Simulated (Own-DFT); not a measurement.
# Computed records: GaP (zincblende, atoms displaced)

All values are calculated (Own-DFT development build). A calculation, not a measurement: plane-wave PBE density functional theory by an unreviewed code, no spin, of a simulated periodic cell, stress positive in tension, free energy of the whole cell less one offset for each atom, forces on such cells passed a denser k mesh, this cell's mesh not checked; offsets are fitted by least squares, one for each functional and potential file, so energies compare only between cells with the same atoms and settings and are not formation energies; the far tail of each file's local potential was reset to the Coulomb form; each entry is a single point on an unrelaxed cell, so the pressure reflects the starting lattice, mostly measured values (interpolated for alloys), from which strain is counted, and rises with the displacements; printed positions are rounded, which can move forces by about a meV/angstrom; the program, named Own-DFT, is a retired in-house code; no spin-orbit coupling.

Settings shared by all entries: functional PBE; potential files PseudoDojo norm-conserving, scalar-relativistic, standard set; wave cutoff 42 hartree; occupations Fermi-Dirac; smearing width 0.1 eV; hardware one NVIDIA H200; k mesh 2 x 3 x 3 centred on Gamma.

(1) GaP (zincblende, atoms displaced)

```
CELL_PARAMETERS angstrom
16.35150 0.00000 0.00000
0.00000 10.90100 0.00000
0.00000 0.00000 10.90100
ATOMIC_POSITIONS crystal
Ga 0.00046 0.00175 0.00316
Ga 0.99858 0.25085 0.25000
Ga 0.16740 0.00050 0.24709
Ga 0.16885 0.25131 0.99970
P 0.08155 0.12240 0.12335
P 0.08457 0.37697 0.37401
P 0.24866 0.12720 0.37509
P 0.24765 0.37404 0.12026
Ga 0.00070 0.00043 0.50055
Ga 0.99852 0.24808 0.74903
Ga 0.16727 0.99961 0.74767
Ga 0.16662 0.25115 0.49815
P 0.08460 0.12215 0.62546
P 0.08224 0.37539 0.87450
P 0.24989 0.12518 0.87588
P 0.25152 0.37420 0.62617
Ga 0.00069 0.50130 0.00172
Ga 0.00196 0.74809 0.25080
Ga 0.16660 0.49860 0.24826
Ga 0.16709 0.74919 0.99938
P 0.08245 0.62471 0.12620
P 0.08525 0.87421 0.37424
P 0.24970 0.62411 0.37489
P 0.25065 0.87439 0.12599
Ga 0.99929 0.49958 0.49871
Ga 0.99990 0.75037 0.74900
Ga 0.16450 0.49580 0.75271
Ga 0.16742 0.74736 0.49928
P 0.08256 0.62516 0.62714
P 0.08194 0.87824 0.87672
P 0.24855 0.62529 0.87521
P 0.24955 0.87640 0.62387
Ga 0.33430 0.99986 0.99919
Ga 0.33429 0.24938 0.25363
Ga 0.49894 0.99895 0.25068
Ga 0.49677 0.24982 0.00088
P 0.41644 0.12623 0.12648
P 0.41878 0.37368 0.37708
P 0.58428 0.12603 0.37374
P 0.58319 0.37495 0.12579
Ga 0.33357 0.99846 0.50155
Ga 0.33428 0.24942 0.74582
Ga 0.49862 0.00006 0.75214
Ga 0.49895 0.24668 0.49811
P 0.41478 0.12289 0.62438
P 0.41648 0.37177 0.88031
P 0.58199 0.12204 0.87567
P 0.58334 0.37161 0.62442
Ga 0.33401 0.49984 0.99999
Ga 0.33297 0.74977 0.24978
Ga 0.50101 0.49889 0.25005
Ga 0.50012 0.74796 0.99720
P 0.41730 0.62802 0.12436
P 0.41758 0.87772 0.37476
P 0.58171 0.62068 0.37632
P 0.58335 0.87578 0.12636
Ga 0.33538 0.50186 0.50082
Ga 0.33346 0.74959 0.74775
Ga 0.50134 0.50179 0.75199
Ga 0.50098 0.74698 0.50128
P 0.41468 0.62469 0.62177
P 0.41720 0.87752 0.87361
P 0.58300 0.62783 0.87841
P 0.58397 0.87643 0.62546
Ga 0.66804 0.00075 0.99930
Ga 0.66886 0.25089 0.24617
Ga 0.83360 0.00088 0.25116
Ga 0.83193 0.24712 0.00019
P 0.75353 0.12478 0.12732
P 0.75052 0.37368 0.37642
P 0.91774 0.12584 0.37586
P 0.91592 0.37613 0.12464
Ga 0.66610 0.00074 0.50207
Ga 0.66831 0.25066 0.75117
Ga 0.83504 0.00170 0.74876
Ga 0.83262 0.24916 0.49547
P 0.74901 0.12544 0.62573
P 0.75044 0.37624 0.87406
P 0.91653 0.12210 0.87386
P 0.91680 0.37646 0.62680
Ga 0.66541 0.50141 0.99529
Ga 0.66642 0.74662 0.25078
Ga 0.83219 0.49924 0.24880
Ga 0.83460 0.75288 0.00207
P 0.74932 0.62439 0.12598
P 0.74994 0.87428 0.37555
P 0.91523 0.62499 0.37263
P 0.91524 0.87097 0.12454
Ga 0.66783 0.49536 0.50219
Ga 0.66550 0.74856 0.75037
Ga 0.83435 0.50109 0.74718
Ga 0.83335 0.75112 0.49989
P 0.74808 0.62179 0.62467
P 0.74925 0.87471 0.87596
P 0.91608 0.62582 0.87289
P 0.91686 0.87687 0.62529
```

| Property | Result |
| --- | --- |
| free energy of cell above offsets | -53.539 eV |
| pressure | 2.73 GPa |
| stress xx | -2.72 GPa |
| stress yy | -2.73 GPa |
| stress zz | -2.72 GPa |
| stress yz | -0.21 GPa |
| stress xz | 0.06 GPa |
| stress xy | 0.15 GPa |
| wall time | 909.9 s |

Force:
| element | x (eV/Å) | y (eV/Å) | z (eV/Å) |
| --- | --- | --- | --- |
| Ga | -0.514 | -0.471 | -0.277 |
| Ga | 0.299 | 0.052 | -0.095 |
| Ga | -0.084 | 0.023 | 0.193 |
| Ga | -0.77 | -0.415 | -0.291 |
| P | 0.463 | 0.736 | 0.341 |
| P | -0.34 | -0.235 | 0.055 |
| P | 0.245 | -0.416 | 0.002 |
| P | 0.783 | 0.223 | 0.86 |
| Ga | 0.113 | -0.181 | -0.151 |
| Ga | 0.245 | 0.023 | 0.048 |
| Ga | -0.025 | -0.039 | 0.528 |
| Ga | -0.047 | 0.012 | 0.337 |
| P | -0.179 | 0.557 | -0.181 |
| P | -0.167 | -0.464 | 0.314 |
| P | 0.18 | -0.069 | -0.352 |
| P | -0.308 | 0.293 | -0.248 |
| Ga | -0.271 | -0.02 | -0.29 |
| Ga | -0.334 | 0.247 | 0.058 |
| Ga | 0.111 | 0.136 | -0.065 |
| Ga | -0.259 | 0.257 | 0.113 |
| P | 0.371 | 0.039 | -0.178 |
| P | -0.183 | 0.116 | 0.061 |
| P | 0.223 | -0.187 | -0.144 |
| P | 0.003 | 0.035 | -0.307 |
| Ga | 0.026 | 0.198 | 0.066 |
| Ga | 0.019 | 0.208 | 0.245 |
| Ga | 0.352 | 0.374 | -0.332 |
| Ga | -0.174 | 0.135 | 0.215 |
| P | 0.19 | -0.18 | -0.309 |
| P | 0.274 | -0.344 | -0.213 |
| P | 0.32 | -0.185 | -0.22 |
| P | 0.045 | -0.398 | 0.007 |
| Ga | -0.164 | 0.092 | 0.198 |
| Ga | -0.294 | 0.282 | -0.337 |
| Ga | 0.333 | 0.289 | -0.134 |
| Ga | 0.755 | -0.258 | 0.22 |
| P | -0.135 | -0.282 | 0.051 |
| P | -0.381 | 0.304 | -0.239 |
| P | 0.031 | -0.141 | -0.112 |
| P | 0.087 | -0.036 | -0.457 |
| Ga | -0.258 | 0.151 | -0.416 |
| Ga | -0.099 | -0.026 | 0.651 |
| Ga | 0.246 | 0.052 | -0.437 |
| Ga | 0.261 | -0.066 | 0.289 |
| P | 0.484 | 0.081 | 0.019 |
| P | -0.101 | 0.508 | -0.966 |
| P | 0.209 | 0.587 | 0.095 |
| P | -0.22 | 0.114 | 0.241 |
| Ga | -0.196 | 0.201 | 0.06 |
| Ga | 0.142 | 0.133 | 0.223 |
| Ga | -0.282 | 0.048 | -0.124 |
| Ga | -0.13 | 0.748 | 0.461 |
| P | -0.079 | -0.477 | 0.143 |
| P | -0.195 | -0.592 | 0.247 |
| P | 0.517 | 0.165 | 0.106 |
| P | 0.04 | -0.208 | -0.188 |
| Ga | -0.481 | -0.501 | -0.342 |
| Ga | -0.196 | 0.148 | 0.219 |
| Ga | -0.272 | -0.33 | -0.106 |
| Ga | -0.058 | 0.435 | -0.155 |
| P | 0.611 | 0.12 | 0.707 |
| P | -0.221 | -0.609 | 0.127 |
| P | 0.014 | -0.266 | -0.661 |
| P | -0.332 | -0.257 | 0.112 |
| Ga | -0.164 | -0.037 | 0.305 |
| Ga | -0.193 | -0.04 | 0.325 |
| Ga | 0.259 | -0.417 | 0.15 |
| Ga | 0.386 | 0.357 | -0.244 |
| P | -0.61 | -0.126 | -0.293 |
| P | -0.107 | 0.155 | -0.421 |
| P | -0.022 | -0.203 | -0.08 |
| P | -0.005 | -0.195 | -0.153 |
| Ga | 0.106 | -0.017 | -0.31 |
| Ga | -0.409 | -0.165 | 0.101 |
| Ga | -0.521 | -0.271 | 0.074 |
| Ga | 0.19 | 0.016 | 0.715 |
| P | 0.352 | 0.017 | -0.127 |
| P | 0.099 | -0.035 | 0.09 |
| P | 0.054 | 0.363 | 0.344 |
| P | -0.081 | -0.432 | -0.546 |
| Ga | 0.243 | -0.249 | 0.607 |
| Ga | -0.2 | 0.206 | 0.116 |
| Ga | -0.007 | 0.009 | 0.104 |
| Ga | -0.488 | -0.557 | -0.417 |
| P | 0.026 | -0.029 | -0.399 |
| P | -0.182 | 0.157 | -0.001 |
| P | 0.161 | -0.032 | 0.251 |
| P | 0.616 | 0.681 | 0.495 |
| Ga | -0.376 | 0.109 | -0.223 |
| Ga | 0.203 | 0.206 | -0.036 |
| Ga | -0.185 | 0.008 | 0.278 |
| Ga | -0.051 | -0.163 | 0.116 |
| P | 0.288 | 0.449 | 0.018 |
| P | 0.308 | 0.001 | -0.292 |
| P | 0.064 | 0.014 | 0.337 |
| P | 0.007 | -0.246 | -0.171 |

(2) GaP (zincblende, atoms displaced)

```
CELL_PARAMETERS angstrom
16.35150 0.00000 0.00000
0.00000 10.90100 0.00000
0.00000 0.00000 10.90100
ATOMIC_POSITIONS crystal
Ga 0.99876 0.00021 0.00119
Ga 0.99823 0.25011 0.25049
Ga 0.16598 0.00174 0.25222
Ga 0.16699 0.24789 0.00101
P 0.08546 0.12473 0.12170
P 0.08296 0.37516 0.37636
P 0.25133 0.12168 0.37758
P 0.25040 0.37204 0.12741
Ga 0.00316 0.00065 0.49872
Ga 0.99991 0.25193 0.75378
Ga 0.16526 0.99983 0.75065
Ga 0.16855 0.25010 0.49857
P 0.08606 0.12407 0.62052
P 0.08451 0.37440 0.87640
P 0.25088 0.12386 0.87695
P 0.25224 0.37664 0.62328
Ga 0.00088 0.49943 0.00003
Ga 0.00023 0.74819 0.25097
Ga 0.16680 0.50045 0.24658
Ga 0.16584 0.74987 0.99910
P 0.08422 0.62287 0.12561
P 0.08400 0.87483 0.37330
P 0.24905 0.62333 0.37426
P 0.24992 0.87651 0.12344
Ga 0.99792 0.49929 0.49940
Ga 0.00265 0.75069 0.75095
Ga 0.16626 0.49903 0.74852
Ga 0.16685 0.75101 0.50143
P 0.08394 0.62743 0.62270
P 0.08325 0.87760 0.87675
P 0.24864 0.62417 0.87313
P 0.25033 0.87708 0.62469
Ga 0.33508 0.99988 0.99922
Ga 0.33406 0.24900 0.25083
Ga 0.50100 0.00201 0.25165
Ga 0.49972 0.24956 0.99888
P 0.41578 0.12221 0.12703
P 0.41566 0.37586 0.37718
P 0.58393 0.12505 0.37523
P 0.58656 0.37386 0.12548
Ga 0.33397 0.99932 0.49743
Ga 0.33286 0.24773 0.75222
Ga 0.49967 0.99965 0.74964
Ga 0.49945 0.25352 0.50114
P 0.41562 0.12413 0.62639
P 0.41682 0.37577 0.87746
P 0.58052 0.12544 0.87826
P 0.58335 0.37489 0.62659
Ga 0.33355 0.49891 0.00099
Ga 0.33119 0.74981 0.25388
Ga 0.49924 0.50284 0.24973
Ga 0.50006 0.74843 0.99828
P 0.41545 0.62547 0.12802
P 0.41692 0.87564 0.37503
P 0.58331 0.62550 0.37662
P 0.58530 0.87539 0.12647
Ga 0.33384 0.50086 0.50015
Ga 0.33156 0.74803 0.74994
Ga 0.49995 0.49944 0.74673
Ga 0.49972 0.75044 0.49957
P 0.41871 0.62198 0.62298
P 0.41873 0.87447 0.87635
P 0.58416 0.62305 0.87305
P 0.58139 0.87548 0.62573
Ga 0.66768 0.99979 0.00468
Ga 0.66719 0.25113 0.25225
Ga 0.83184 0.00369 0.24535
Ga 0.83039 0.25610 0.99844
P 0.74934 0.12401 0.12679
P 0.74982 0.37562 0.37167
P 0.91593 0.12504 0.37515
P 0.91694 0.37470 0.12540
Ga 0.66659 0.99739 0.50093
Ga 0.66583 0.24824 0.74939
Ga 0.83258 0.99892 0.75032
Ga 0.83434 0.24984 0.50098
P 0.75057 0.12639 0.62499
P 0.74896 0.37117 0.87699
P 0.91859 0.12115 0.87572
P 0.91478 0.37258 0.62372
Ga 0.66828 0.49784 0.00253
Ga 0.66711 0.74931 0.25061
Ga 0.83255 0.50039 0.24800
Ga 0.83460 0.74745 0.00024
P 0.74908 0.62566 0.12444
P 0.74999 0.87714 0.37406
P 0.91694 0.62401 0.37375
P 0.91363 0.87537 0.12303
Ga 0.66722 0.49999 0.49860
Ga 0.66705 0.75140 0.75136
Ga 0.83288 0.49558 0.75091
Ga 0.83263 0.75053 0.50153
P 0.75061 0.62514 0.62508
P 0.74825 0.87752 0.87388
P 0.91728 0.62600 0.87671
P 0.91656 0.87681 0.62719
```

| Item | Value |
| --- | --- |
| free energy of cell above offsets | -53.602 eV |
| pressure | 2.72 GPa |
| stress xx | -2.71 GPa |
| stress yy | -2.72 GPa |
| stress zz | -2.71 GPa |
| stress yz | 0.1 GPa |
| stress xz | -0.07 GPa |
| stress xy | 0.03 GPa |
| wall time | 902.4 s |

Force:
| element | x (eV/Å) | y (eV/Å) | z (eV/Å) |
| --- | --- | --- | --- |
| Ga | 0.203 | -0.144 | 0.172 |
| Ga | 0.43 | -0.161 | -0.067 |
| Ga | 0.252 | -0.111 | -0.352 |
| Ga | 0.281 | 0.215 | -0.148 |
| P | -0.646 | -0.013 | 0.635 |
| P | 0.098 | -0.006 | -0.263 |
| P | -0.161 | 0.457 | -0.426 |
| P | -0.033 | 0.165 | -0.271 |
| Ga | -0.528 | -0.147 | 0.035 |
| Ga | 0.137 | -0.445 | -0.498 |
| Ga | 0.297 | 0.125 | -0.048 |
| Ga | 0.063 | 0.141 | 0.027 |
| P | -0.349 | 0.454 | 0.655 |
| P | 0.015 | 0.081 | -0.093 |
| P | -0.227 | -0.04 | -0.193 |
| P | -0.286 | -0.292 | 0.309 |
| Ga | -0.114 | 0.012 | 0.063 |
| Ga | -0.127 | 0.239 | -0.287 |
| Ga | -0.005 | -0.347 | 0.433 |
| Ga | 0.155 | 0.06 | 0.099 |
| P | -0.218 | 0.351 | -0.235 |
| P | -0.088 | -0.155 | 0.088 |
| P | -0.066 | 0.091 | 0.284 |
| P | -0.043 | -0.157 | 0.232 |
| Ga | 0.243 | 0.061 | 0.147 |
| Ga | -0.319 | 0.085 | -0.044 |
| Ga | 0.02 | 0.013 | -0.168 |
| Ga | 0.203 | 0.072 | -0.271 |
| P | -0.284 | -0.449 | 0.201 |
| P | -0.055 | -0.236 | -0.006 |
| P | 0.107 | -0.129 | 0.332 |
| P | 0.019 | -0.19 | 0.094 |
| Ga | -0.102 | -0.202 | 0.089 |
| Ga | -0.028 | -0.14 | 0.215 |
| Ga | 0.03 | -0.254 | -0.147 |
| Ga | -0.12 | 0.166 | 0.571 |
| P | 0.309 | 0.397 | -0.174 |
| P | 0.212 | -0.01 | -0.392 |
| P | -0.084 | 0.219 | 0.343 |
| P | -0.765 | 0.081 | 0.096 |
| Ga | 0.153 | -0.069 | 0.453 |
| Ga | 0.077 | 0.298 | -0.075 |
| Ga | -0.039 | 0.144 | 0.137 |
| Ga | 0.036 | -0.451 | 0.008 |
| P | 0.152 | 0.12 | -0.211 |
| P | -0.006 | -0.039 | -0.381 |
| P | 0.633 | -0.339 | -0.327 |
| P | 0.247 | 0.023 | -0.258 |
| Ga | -0.191 | 0.149 | 0.068 |
| Ga | 0.091 | 0.229 | -0.345 |
| Ga | 0.252 | -0.426 | 0.059 |
| Ga | 0.251 | -0.055 | 0.372 |
| P | 0.001 | 0.18 | -0.328 |
| P | 0.058 | -0.143 | -0.092 |
| P | 0.019 | 0.013 | -0.175 |
| P | -0.494 | -0.241 | -0.032 |
| Ga | -0.067 | 0.104 | -0.128 |
| Ga | 0.453 | 0.148 | -0.108 |
| Ga | 0.036 | -0.088 | 0.485 |
| Ga | 0.008 | 0.031 | 0.027 |
| P | -0.45 | 0.514 | 0.17 |
| P | -0.443 | -0.154 | -0.334 |
| P | 0.008 | -0.083 | 0.24 |
| P | 0.329 | -0.154 | -0.023 |
| Ga | -0.293 | 0.123 | -0.446 |
| Ga | -0.094 | -0.315 | -0.126 |
| Ga | 0.294 | -0.359 | 0.58 |
| Ga | 0.774 | -1.059 | 0.41 |
| P | -0.008 | 0.743 | -0.375 |
| P | 0.282 | -0.034 | 0.535 |
| P | 0.123 | -0.22 | -0.066 |
| P | -0.147 | 0.128 | -0.193 |
| Ga | -0.047 | 0.256 | 0.034 |
| Ga | -0.16 | -0.163 | 0.212 |
| Ga | 0.102 | 0.243 | 0.023 |
| Ga | -0.407 | -0.04 | -0.407 |
| P | -0.145 | -0.239 | -0.023 |
| P | -0.288 | 0.583 | -0.596 |
| P | -0.662 | 0.678 | -0.006 |
| P | 0.482 | 0.248 | 0.382 |
| Ga | -0.244 | 0.228 | -0.319 |
| Ga | -0.059 | 0.104 | 0.146 |
| Ga | 0.144 | 0.07 | 0 |
| Ga | -0.519 | 0.312 | -0.245 |
| P | 0.223 | -0.003 | 0.021 |
| P | 0.177 | -0.22 | 0.006 |
| P | -0.337 | 0.134 | 0.149 |
| P | 0.568 | -0.123 | 0.395 |
| Ga | -0.028 | -0.04 | 0.17 |
| Ga | -0.165 | -0.104 | -0.238 |
| Ga | 0.013 | 0.369 | 0.098 |
| Ga | 0.268 | 0.131 | -0.202 |
| P | -0.128 | -0.147 | 0.18 |
| P | 0.34 | -0.29 | 0.39 |
| P | 0.103 | -0.379 | -0.412 |
| P | 0.298 | -0.188 | -0.314 |

(3) GaP (zincblende, atoms displaced)

```
CELL_PARAMETERS angstrom
16.35150 0.00000 0.00000
0.00000 10.90100 0.00000
0.00000 0.00000 10.90100
ATOMIC_POSITIONS crystal
Ga 0.99854 0.00181 0.99928
Ga 0.99998 0.24909 0.24866
Ga 0.16520 0.00124 0.24889
Ga 0.16859 0.24709 0.00057
P 0.08388 0.12605 0.12498
P 0.08263 0.37698 0.37708
P 0.25013 0.12615 0.37670
P 0.24990 0.37708 0.12534
Ga 0.99930 0.00061 0.49965
Ga 0.00103 0.25261 0.74805
Ga 0.16721 0.99584 0.74790
Ga 0.16767 0.25078 0.50156
P 0.08419 0.12523 0.62847
P 0.08199 0.37172 0.87543
P 0.24882 0.12456 0.87333
P 0.24858 0.37542 0.62465
Ga 0.99860 0.49815 0.00083
Ga 0.00194 0.75107 0.25000
Ga 0.16890 0.49989 0.24714
Ga 0.16460 0.74937 0.99771
P 0.08460 0.62777 0.12299
P 0.08448 0.87689 0.37585
P 0.25070 0.62646 0.37228
P 0.24869 0.87592 0.13020
Ga 0.00072 0.50052 0.49961
Ga 0.99824 0.75202 0.75219
Ga 0.16629 0.49797 0.75044
Ga 0.16680 0.74724 0.49766
P 0.08243 0.62604 0.62387
P 0.08150 0.87279 0.87414
P 0.24789 0.62714 0.87514
P 0.25171 0.87190 0.62450
Ga 0.33492 0.00011 0.99877
Ga 0.33376 0.24477 0.25171
Ga 0.49928 0.00105 0.25122
Ga 0.50237 0.25078 0.99818
P 0.41673 0.12498 0.12694
P 0.41723 0.37599 0.37422
P 0.58335 0.12535 0.37639
P 0.58397 0.37566 0.12404
Ga 0.33565 0.99954 0.49723
Ga 0.33499 0.24858 0.75335
Ga 0.50107 0.99985 0.74813
Ga 0.49997 0.25280 0.49906
P 0.41644 0.12166 0.62272
P 0.41681 0.37530 0.87374
P 0.58408 0.12477 0.87693
P 0.58411 0.37357 0.62593
Ga 0.33202 0.50017 0.99748
Ga 0.33282 0.75122 0.25121
Ga 0.49868 0.50043 0.25012
Ga 0.49931 0.75409 0.99918
P 0.41637 0.62643 0.12543
P 0.41703 0.87442 0.37626
P 0.58402 0.62266 0.37186
P 0.58099 0.87602 0.12608
Ga 0.33343 0.49927 0.49881
Ga 0.33331 0.74977 0.75223
Ga 0.50008 0.50026 0.75048
Ga 0.49906 0.75089 0.49651
P 0.41703 0.62447 0.62774
P 0.41667 0.87373 0.87438
P 0.58381 0.62609 0.87309
P 0.58423 0.87531 0.62453
Ga 0.66690 0.99885 0.00085
Ga 0.66684 0.24735 0.24859
Ga 0.83418 0.00219 0.25030
Ga 0.83416 0.25034 0.99854
P 0.74934 0.12660 0.12723
P 0.74919 0.37408 0.37510
P 0.91691 0.12460 0.37483
P 0.91799 0.37793 0.12549
Ga 0.66717 0.99889 0.49967
Ga 0.66700 0.24664 0.75117
Ga 0.83331 0.99948 0.74810
Ga 0.83269 0.25076 0.50064
P 0.74909 0.12233 0.62233
P 0.75140 0.37596 0.87568
P 0.91719 0.12392 0.87433
P 0.91617 0.37417 0.62392
Ga 0.66783 0.49971 0.00052
Ga 0.66610 0.74961 0.24711
Ga 0.83205 0.50231 0.25098
Ga 0.83219 0.75000 0.99986
P 0.74950 0.62494 0.12727
P 0.74899 0.87679 0.37384
P 0.91454 0.62677 0.37488
P 0.91587 0.87078 0.12455
Ga 0.66906 0.50189 0.49937
Ga 0.66692 0.75456 0.75018
Ga 0.83279 0.49998 0.74896
Ga 0.83454 0.74839 0.49727
P 0.74988 0.62531 0.62243
P 0.74905 0.87294 0.87861
P 0.91711 0.62457 0.87597
P 0.91677 0.87320 0.62225
```

| Item | Value |
| --- | --- |
| free energy of cell above offsets | -53.688 eV |
| pressure | 2.7 GPa |
| stress xx | -2.7 GPa |
| stress yy | -2.7 GPa |
| stress zz | -2.7 GPa |
| stress yz | -0.16 GPa |
| stress xz | 0 GPa |
| stress xy | 0.2 GPa |
| wall time | 975.2 s |

Force:
| element | x (eV/Å) | y (eV/Å) | z (eV/Å) |
| --- | --- | --- | --- |
| Ga | 0.161 | -0.365 | 0.224 |
| Ga | 0.086 | 0.277 | 0.246 |
| Ga | 0.183 | 0.126 | 0.307 |
| Ga | -0.193 | 0.373 | -0.024 |
| P | -0.202 | -0.136 | -0.144 |
| P | 0.325 | -0.264 | -0.47 |
| P | -0.185 | -0.315 | -0.066 |
| P | 0.362 | -0.638 | -0.129 |
| Ga | 0.286 | 0.072 | 0.177 |
| Ga | -0.289 | -0.319 | 0.112 |
| Ga | -0.059 | -0.008 | 0.125 |
| Ga | -0.339 | -0.045 | -0.055 |
| P | -0.085 | -0.15 | -0.485 |
| P | 0.34 | 0.329 | 0.233 |
| P | 0.293 | -0.308 | 0.118 |
| P | 0.588 | -0.087 | 0.246 |
| Ga | 0.492 | 0.32 | -0.121 |
| Ga | -0.16 | -0.1 | 0.104 |
| Ga | -0.528 | 0.187 | 0.306 |
| Ga | 0.329 | 0.431 | 0.305 |
| P | -0.313 | -0.567 | 0.224 |
| P | -0.175 | -0.084 | 0.022 |
| P | -0.007 | -0.343 | 0.26 |
| P | 0.157 | -0.034 | -0.866 |
| Ga | -0.381 | 0.165 | 0.038 |
| Ga | 0.072 | -0.346 | -0.38 |
| Ga | -0.266 | 0.2 | -0.025 |
| Ga | 0.046 | 0.186 | 0.197 |
| P | 0.033 | -0.035 | 0.331 |
| P | 0.22 | 0.528 | 0.131 |
| P | 0.203 | -0.297 | -0.114 |
| P | -0.092 | 0.177 | -0.281 |
| Ga | -0.404 | -0.062 | 0.26 |
| Ga | -0.11 | 0.669 | -0.118 |
| Ga | 0.096 | 0.006 | 0.134 |
| Ga | -0.381 | 0.042 | 0.304 |
| P | 0.221 | 0.062 | -0.476 |
| P | -0.244 | -0.215 | -0.031 |
| P | -0.04 | -0.024 | -0.091 |
| P | -0.081 | -0.02 | 0.179 |
| Ga | -0.516 | -0.111 | 0.26 |
| Ga | -0.27 | 0.003 | -0.581 |
| Ga | -0.068 | 0.008 | 0.157 |
| Ga | 0.024 | -0.22 | 0.187 |
| P | 0.188 | 0.541 | 0.243 |
| P | 0.095 | -0.009 | 0.277 |
| P | -0.068 | -0.271 | -0.238 |
| P | 0.098 | 0.238 | -0.037 |
| Ga | 0.143 | 0.18 | 0.191 |
| Ga | 0.167 | 0.005 | -0.163 |
| Ga | 0.181 | -0.043 | -0.273 |
| Ga | 0.147 | -0.547 | 0.063 |
| P | -0.096 | -0.02 | -0.248 |
| P | -0.045 | 0.087 | -0.416 |
| P | -0.101 | 0.273 | 0.321 |
| P | 0.307 | 0.049 | -0.078 |
| Ga | -0.069 | 0.186 | 0.187 |
| Ga | -0.02 | -0.155 | -0.162 |
| Ga | 0.221 | -0.075 | -0.112 |
| Ga | 0.369 | -0.426 | 0.435 |
| P | -0.092 | 0.105 | -0.412 |
| P | 0.04 | 0.367 | -0.125 |
| P | 0.012 | 0.043 | 0.319 |
| P | -0.207 | -0.069 | -0.199 |
| Ga | -0.095 | 0.101 | 0.286 |
| Ga | -0.29 | 0.359 | 0.264 |
| Ga | -0.086 | -0.334 | -0.132 |
| Ga | 0.051 | 0.001 | 0.266 |
| P | 0.371 | -0.243 | -0.506 |
| P | 0.129 | -0.011 | -0.16 |
| P | -0.028 | 0.235 | 0.056 |
| P | -0.506 | -0.375 | 0.202 |
| Ga | -0.228 | 0.005 | -0.139 |
| Ga | 0.143 | 0.277 | -0.081 |
| Ga | -0.056 | -0.181 | 0.14 |
| Ga | 0.022 | -0.156 | -0.144 |
| P | 0.206 | 0.26 | 0.337 |
| P | -0.23 | -0.203 | -0.191 |
| P | -0.146 | 0.267 | -0.269 |
| P | 0.08 | 0.186 | 0.036 |
| Ga | -0.162 | 0.179 | -0.13 |
| Ga | -0.094 | 0.219 | 0.256 |
| Ga | 0.134 | -0.321 | 0.036 |
| Ga | 0.126 | -0.371 | 0.111 |
| P | 0.056 | 0.036 | -0.403 |
| P | 0.208 | -0.301 | -0.082 |
| P | 0.734 | -0.293 | -0.247 |
| P | 0.131 | 0.602 | 0.085 |
| Ga | -0.495 | -0.311 | 0.026 |
| Ga | 0.012 | -0.527 | -0.13 |
| Ga | 0.131 | 0.123 | -0.019 |
| Ga | -0.488 | 0.366 | 0.147 |
| P | 0.14 | 0.323 | 0.411 |
| P | 0.263 | 0.421 | -0.43 |
| P | -0.299 | -0.025 | -0.121 |
| P | -0.133 | 0.164 | 0.227 |
